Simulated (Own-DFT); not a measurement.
# Slab less bulk: wurtzite AlN, m plane (10-10)

Source: density functional calculations with Own-DFT, an unreviewed in-house program that is no longer used. Nothing was measured or relaxed, and spin and spin-orbit coupling are left out.

Limits (not all hold for every row): some atoms lie very close together; forces not confirmed at this smearing and k mesh; k mesh not checked against a denser one.

Both sets of runs: PBE; PseudoDojo norm-conserving scalar-relativistic files; cutoff 42 hartree; Gaussian smearing of 0.01 eV. The slab has 128 atoms in 16 layers, two equal faces of 62.02 Å² as cut, 15 Å of vacuum, a dipole correction along the normal and a 6 x 3 x 1 mesh. The bulk cell has 72 atoms, the same measured lattice constants and a 4 x 4 x 3 mesh. In the slab only the 32 atoms nearest the faces were moved at random; u is their rms move along one axis. Energies are counted from -174.06 eV for each atom.

```
slab run   u (Å)  E (eV, cell)
       1  0.0441        20.955
       2  0.0481        21.798
       3  0.0484        20.194
       4  0.0485        21.522
       5  0.0491        20.779
       6  0.0502        21.501
       7  0.0522        22.259
       8  0.0826        25.419
       9  0.0913        26.728
      10  0.1083        29.644
      11  0.1113        29.368
      12  0.1119        30.321
```

| bulk run | u (Å) | E (meV/atom) |
|---|---|---|
| 1 | 0.0188 | -2.64 |
| 2 | 0.0188 | -2.50 |
| 3 | 0.0202 | -1.29 |
| 4 | 0.0207 | -3.08 |
| 5 | 0.0210 | -1.20 |
| 6 | 0.0963 | 272.00 |
| 7 | 0.0967 | 300.62 |
| 8 | 0.1002 | 384.71 |
| 9 | 0.1021 | 337.98 |
| 10 | 0.1031 | 326.33 |

Question: what is the energy of the unrelaxed surface?

## Working it out

Take each set to u = 0 with E = a + b u². Residuals are scaled by 1/(u² + 0.0006 Å²) to tame the large moves. Slab: a = 19.17 ± 0.33 eV. Bulk: a = -15.6 ± 1.2 meV/atom. The excess is 19.17 - 128 x (-0.0156) = 21.16 ± 0.36 eV. Over two faces that is 171 meV/Å², or 2.73 ± 0.05 J/m². Relaxing the faces would lower the energy, and the unlike meshes and the reach from the smallest u down to zero add errors that aren't counted here.
